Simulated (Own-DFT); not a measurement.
# Response to strain: wurtzite GaN, 72 atoms (Ga36N36)

These are calculations, not measurements. The program, named Own-DFT, is a retired in-house plane-wave density functional code that no person has reviewed. Each row is one single-point run on a periodic cell that was not relaxed, without spin or spin-orbit coupling.

Settings of every run: PBE; PseudoDojo norm-conserving scalar-relativistic files (stringent for Ga); cutoff 96 hartree; 4 x 4 x 3 k mesh centred on Gamma; Gaussian smearing of 0.01 eV.

Known limits: forces not confirmed at this smearing and k mesh; stress not checked against mesh or cutoff.

Unstrained cell vectors in Å: (9.567, 0.000, 0.000); (-4.784, 8.285, 0.000); (0.000, 0.000, 10.370). The unstrained cell has measured lattice constants (interpolated for alloys), not those of this functional. That, the random moves and any unrelaxed bonds set the pressure at no strain. Each run strains this cell uniformly, with the atoms carried along. Every atom was also moved at random, by a Gaussian of width 0.05 Å on each axis. Strain is the symmetric tensor, in per cent. Stress is positive in tension, and the pressure is minus a third of its trace.

```
run,e_xx (%),e_yy (%),e_zz (%),e_yz (%),e_xz (%),e_xy (%),s_xx (GPa),s_yy (GPa),s_zz (GPa),s_yz (GPa),s_xz (GPa),s_xy (GPa),P (GPa),E (meV/atom)
1,0.53,-0.02,-1.42,-0.39,1.35,0.81,-5.95,-7.13,-12.46,-0.70,3.26,2.16,8.51,5.7
2,0.50,-1.39,0.10,-1.21,0.87,-1.53,-7.66,-12.72,-7.02,-2.86,2.12,-4.68,9.13,27.2
3,0.11,1.40,-1.24,1.34,-0.93,1.63,-6.52,-3.64,-10.39,2.99,-1.81,5.16,6.85,17.4
4,1.24,1.32,1.99,-0.37,1.80,-1.41,0.35,1.04,2.17,-0.17,3.55,-4.14,-1.19,0.0
5,-1.63,-1.18,1.38,-1.85,1.15,0.49,-14.31,-12.55,-3.95,-4.31,1.62,1.58,10.27,31.2
6,1.35,1.53,1.29,-0.96,-0.24,1.36,-0.33,-0.47,0.14,-2.09,-0.25,4.58,0.22,14.0
7,0.40,-1.88,-0.81,0.35,1.67,1.18,-8.18,-13.91,-12.33,0.58,3.14,4.50,11.47,12.1
8,-1.35,-1.91,-1.79,-0.35,-0.69,0.69,-18.07,-17.04,-18.56,-0.40,-0.92,2.67,17.89,33.1
9,-1.73,0.13,-1.62,-0.35,0.79,0.06,-15.34,-9.37,-18.12,-0.60,1.92,0.82,14.28,35.6
10,1.63,1.32,-0.93,-0.38,-1.71,1.95,-1.08,-1.21,-9.32,-0.60,-4.01,5.21,3.87,26.1
11,-0.21,1.99,1.10,0.52,1.79,-1.94,-6.29,1.12,-1.57,0.95,2.83,-4.99,2.24,24.1
12,-0.52,0.88,-0.56,0.40,1.63,-0.06,-10.68,-5.14,-7.73,1.84,2.93,2.11,7.85,23.4
13,-1.52,1.96,-1.93,0.56,0.52,-1.66,-14.56,-1.33,-16.90,0.75,1.22,-5.44,10.93,39.5
14,1.69,1.31,-1.86,1.41,-0.94,-0.15,-0.33,-0.29,-15.17,2.59,-2.03,-0.63,5.26,17.8
15,-1.84,0.60,-1.92,1.52,-1.44,-1.27,?,?,?,?,?,?,?,?
```

E is the free energy for each atom above the lowest run shown.

## Worked fit

Each stress component was fitted by least squares to a constant and the strains of the runs shown, as fractions, with shears doubled. Shear strains stay in the fit of a normal stress only where such slopes are resolved. The slopes, in GPa:

| stress | at no strain | per e_xx | per e_yy | per e_zz | scatter |
|---|---|---|---|---|---|
| s_xx | -8.0 | 426 ± 20 | 94 ± 17 | 74 ± 17 | 0.82 |
| s_yy | -7.2 | 101 ± 20 | 388 ± 17 | 45 ± 17 | 0.84 |
| s_zz | -7.7 | 94 ± 32 | 66 ± 27 | 446 ± 28 | 1.33 |

Each shear stress against twice its own strain: yz 108 ± 12, xz 103 ± 8, xy 162 ± 10 GPa. These are stiffnesses along x, y and z of the frame in which the cell vectors are given, which need not be the crystal's axes. The atoms are held to the strained lattice; where symmetry lets them move under strain, relaxing them would lower some slopes. The table should be nearly symmetric about its diagonal, and what it lacks of that shows the noise. A ninth of its sum, 193 ± 4 GPa, estimates the bulk modulus near the mean pressure of these runs, 7.7 GPa, so it lies above the value at zero pressure.

## Withheld run

Question: what normal stresses and pressure should run 15 give?

The fit gives s_xx = -16.6, s_yy = -7.6, s_zz = -17.5 and P = 13.9 GPa. The calculation gave -16.54, -9.42, -18.08 and P = 14.68 GPa.
